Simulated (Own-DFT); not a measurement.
# Strain and stress in grey tin, 32 atoms (Sn32)

All numbers below are calculated, not measured. The program, named Own-DFT, is a retired in-house plane-wave density functional code that no person has reviewed. Each row is one single-point run on a periodic cell that was not relaxed, without spin or spin-orbit coupling.

Settings of every run: PBE; PseudoDojo norm-conserving scalar-relativistic files; cutoff 42 hartree; 3 x 3 x 5 k mesh centred on Gamma; cold (Marzari-Vanderbilt) smearing of 0.2 eV.

Known limits: forces on such cells failed a check on a denser k mesh; stress not checked against mesh or cutoff.

Unstrained cell vectors in Å: (12.978, 0.000, 0.000); (0.000, 12.978, 0.000); (0.000, 0.000, 6.489). The unstrained cell has measured lattice constants (interpolated for alloys), not those of this functional. That, the random moves and any unrelaxed bonds set the pressure at no strain. Each run strains this cell uniformly, with the atoms carried along. Every atom was also moved at random, by a Gaussian of width 0.05 Å on each axis. Strain is the symmetric tensor, in per cent. Stress is positive in tension, and the pressure is minus a third of its trace.

| run | e_xx (%) | e_yy (%) | e_zz (%) | s_xx (GPa) | s_yy (GPa) | s_zz (GPa) | P (GPa) | E (meV/atom) |
|---|---|---|---|---|---|---|---|---|
| 1 | -2.25 | -2.25 | 0.00 | -6.30 | -6.38 | -5.67 | 6.12 | 55.2 |
| 2 | -1.75 | -1.75 | 0.00 | -5.81 | -5.78 | -5.21 | 5.60 | 52.9 |
| 3 | -0.75 | -0.75 | 0.00 | -4.41 | -4.43 | -4.20 | 4.35 | 25.5 |
| 4 | 2.00 | 2.00 | 0.00 | -1.54 | -1.58 | -2.10 | 1.74 | 0.0 |
| 5 | -0.25 | -0.25 | 0.00 | -3.90 | -3.89 | -3.88 | 3.89 | 23.6 |
| 6 | 0.50 | 0.50 | 0.00 | -3.09 | -3.03 | -3.29 | 3.14 | 15.8 |
| 7 | -3.00 | -3.00 | 0.00 | -7.51 | -7.41 | -6.53 | 7.15 | 78.1 |
| 8 | 1.50 | 1.50 | 0.00 | ? | ? | ? | ? | ? |

E is the free energy for each atom above the lowest run shown.

## Worked fit

The change of volume is close to e_xx + e_yy + e_zz. A straight line through the runs shown gives P = 3.73 - 54 x (fractional change of volume) GPa, with an error of 2 on the slope and a scatter of 0.17 GPa. The strain isn't the same on all axes, but the crystal is cubic, so the slope still estimates the bulk modulus, averaged over pressures from 1.7 to 7.1 GPa.

## Withheld run

Question: what pressure should run 8 give? Its volume changes by 3.02 %.

The line gives 2.1 GPa. The calculation gave 2.20 GPa.
